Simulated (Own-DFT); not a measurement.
# Response to strain: wurtzite AlGaN with randomly placed atoms, 96 atoms (Al12Ga36N48)

Calculated results; nothing here was measured. They come from Own-DFT, an in-house plane-wave density functional program, since retired, whose code no person has reviewed. Each row is one single-point run on a periodic cell that was not relaxed, without spin or spin-orbit coupling.

Settings of every run: PBE; PseudoDojo norm-conserving scalar-relativistic files (stringent for Ga); cutoff 96 hartree; 3 x 4 x 3 k mesh centred on Gamma; Gaussian smearing of 0.01 eV.

Known limits: k mesh not checked against a denser one; stress not checked against mesh or cutoff.

Unstrained cell vectors in Å: (12.679, 0.000, 0.000); (-4.755, 8.235, 0.000); (0.000, 0.000, 10.268). The unstrained cell has measured lattice constants (interpolated for alloys), not those of this functional. That, the random moves and any unrelaxed bonds set the pressure at no strain. Each run strains this cell uniformly, with the atoms carried along. Every atom was also moved at random, by a Gaussian of width 0.05 Å on each axis. The random placing of the alloy's atoms differs from row to row. Strain is the symmetric tensor, in per cent. Stress is positive in tension, and the pressure is minus a third of its trace.

| run | e_xx (%) | e_yy (%) | e_zz (%) | s_xx (GPa) | s_yy (GPa) | s_zz (GPa) | P (GPa) | E (meV/atom) |
|---|---|---|---|---|---|---|---|---|
| 1 | 1.75 | 1.75 | 0.00 | 1.84 | 0.96 | -3.98 | 0.40 | 1.9 |
| 2 | 2.75 | 2.75 | 0.00 | 5.98 | 6.37 | -4.39 | -2.65 | 10.4 |
| 3 | -2.00 | -2.00 | 0.00 | -20.01 | -18.13 | -9.92 | 16.02 | 37.8 |
| 4 | -2.50 | -2.50 | 0.00 | -22.15 | -22.32 | -11.93 | 18.80 | 55.5 |
| 5 | 2.50 | 2.50 | 0.00 | 5.34 | 5.30 | -6.53 | -1.37 | 19.7 |
| 6 | -0.50 | -0.50 | 0.00 | -9.51 | -10.03 | -7.86 | 9.13 | 15.2 |
| 7 | 3.00 | 3.00 | 0.00 | 7.59 | 7.38 | -3.66 | -3.77 | 0.0 |
| 8 | 0.50 | 0.50 | 0.00 | -2.64 | -4.41 | -8.77 | 5.27 | 15.5 |
| 9 | 2.25 | 2.25 | 0.00 | ? | ? | ? | ? | ? |

E is the free energy for each atom above the lowest run shown.

## Worked fit

The change of volume is close to e_xx + e_yy + e_zz. A straight line through the runs shown gives P = 8.05 - 199 x (fractional change of volume) GPa, with an error of 7 on the slope and a scatter of 0.75 GPa. The strain isn't the same on all axes and the cell isn't cubic, so the slope belongs to this path and is not the bulk modulus.

## Withheld run

Question: what pressure should run 9 give? Its volume changes by 4.55 %.

The line gives -1.0 GPa. The calculation gave -1.21 GPa.
